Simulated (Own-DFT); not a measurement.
SiC (4H silicon carbide, atoms displaced) (calculated)

Computed with Own-DFT development build. A calculation, not a measurement: plane-wave PBE density functional theory by an unreviewed code, no spin, of a simulated periodic cell, stress positive in tension, free energy of the whole cell less one offset for each atom, forces on such cells passed a denser k mesh, this cell's mesh not checked; offsets are fitted by least squares, one for each functional and potential file, so energies compare only between cells with the same atoms and settings and are not formation energies; the far tail of each file's local potential was reset to the Coulomb form; each entry is a single point on an unrelaxed cell, so the pressure reflects the starting lattice, mostly measured values (interpolated for alloys), from which strain is counted, and rises with the displacements; printed positions are rounded, which can move forces by about a meV/angstrom; the program, named Own-DFT, is a retired in-house code; no spin-orbit coupling; before rounding, a Quantum ESPRESSO 7.3.1 run of the same cell and cutoff gave forces within 1 meV/angstrom rms on each cell, which checks the program and not the settings.

```json
{"formula": "SiC", "kind": "4H silicon carbide, atoms displaced", "structure": {"cell_angstrom": [[6.1654, 0.0, 0.0], [-3.0827, 5.3394, 0.0], [0.0, 0.0, 10.0681]], "atoms_fractional": [["Si", 0.99505, 0.00081, 0.41255], ["Si", 0.17865, 0.3453, 0.16158], ["C", 0.01538, 0.99698, 0.0914], ["C", 0.17373, 0.3255, 0.33974], ["Si", 0.99856, 0.50869, 0.41117], ["Si", 0.18408, 0.84197, 0.15843], ["C", 0.98742, 0.50755, 0.09511], ["C", 0.17199, 0.8315, 0.33886], ["Si", 0.51058, 0.01285, 0.40519], ["Si", 0.67684, 0.33022, 0.15701], ["C", 0.51133, 0.00667, 0.09993], ["C", 0.64706, 0.32367, 0.34339], ["Si", 0.50384, 0.48801, 0.40097], ["Si", 0.69097, 0.83483, 0.15366], ["C", 0.49702, 0.48498, 0.09095], ["C", 0.65527, 0.83612, 0.34953], ["Si", 0.01859, 0.0018, 0.91129], ["Si", 0.83998, 0.66699, 0.6583], ["C", 0.02158, 0.00657, 0.59796], ["C", 0.82756, 0.66249, 0.83408], ["Si", 0.00089, 0.51824, 0.89849], ["Si", 0.83958, 0.19257, 0.6615], ["C", 0.99057, 0.49241, 0.59985], ["C", 0.82557, 0.15687, 0.84763], ["Si", 0.51382, 0.99436, 0.90761], ["Si", 0.34924, 0.68122, 0.66631], ["C", 0.51016, 0.01116, 0.59347], ["C", 0.33798, 0.67187, 0.85011], ["Si", 0.49771, 0.48768, 0.90525], ["Si", 0.32668, 0.14621, 0.65125], ["C", 0.50577, 0.50605, 0.59318], ["C", 0.32714, 0.15232, 0.85482]]}, "settings": {"functional": "PBE", "potential_files": "PseudoDojo norm-conserving, scalar-relativistic, standard set", "wave_cutoff [hartree]": 42.0, "occupations": "Fermi-Dirac", "smearing_width [eV]": 0.1, "k_mesh": "5 x 5 x 3 centred on Gamma"}, "results": {"free_energy_of_cell_above_offsets [eV]": "-1.988", "pressure [GPa]": 6.08, "stress_xx [GPa]": -6.52, "stress_yy [GPa]": -5.3, "stress_zz [GPa]": -6.42, "stress_yz [GPa]": 1.39, "stress_xz [GPa]": 1.37, "stress_xy [GPa]": -1.33, "force_element": ["Si", "Si", "C", "C", "Si", "Si", "C", "C", "Si", "Si", "C", "C", "Si", "Si", "C", "C", "Si", "Si", "C", "C", "Si", "Si", "C", "C", "Si", "Si", "C", "C", "Si", "Si", "C", "C"], "force_x [eV/angstrom]": [0.757, -1.1, -0.644, -1.741, 1.051, -0.552, 3.177, -0.908, -1.204, -1.856, 1.476, 3.486, -2.857, -1.908, 0.556, 2.726, -3.005, -1.577, -3.79, -0.258, 0.637, 1.369, 1.601, 2.199, -2.108, 0.116, 0.695, 0.311, -0.129, 1.269, -0.054, 2.266], "force_y [eV/angstrom]": [-0.455, -1.064, 1.098, 0.6, -1.006, -0.933, 0.612, 0.419, -2.329, 0.06, -1.38, 1.502, 2.421, -0.537, 1.827, -0.752, -1.135, 0.556, -1.319, 0.865, -2.324, -4.482, 3.571, 2.146, 0.763, -1.099, -0.93, -1.129, 0.323, 3.896, -0.811, 1.027], "force_z [eV/angstrom]": [-1.223, -2.251, 1.158, 2.12, -1.114, -0.66, -0.887, 2.457, 0.68, 0.053, -1.296, -0.568, 1.978, 0.814, 0.603, -1.112, -0.889, -1.871, -0.958, 2.707, 2.106, 0.658, -1.376, -0.489, 1.837, -2.183, 0.017, -0.382, 0.121, 2.408, 0.261, -2.72]}}
```
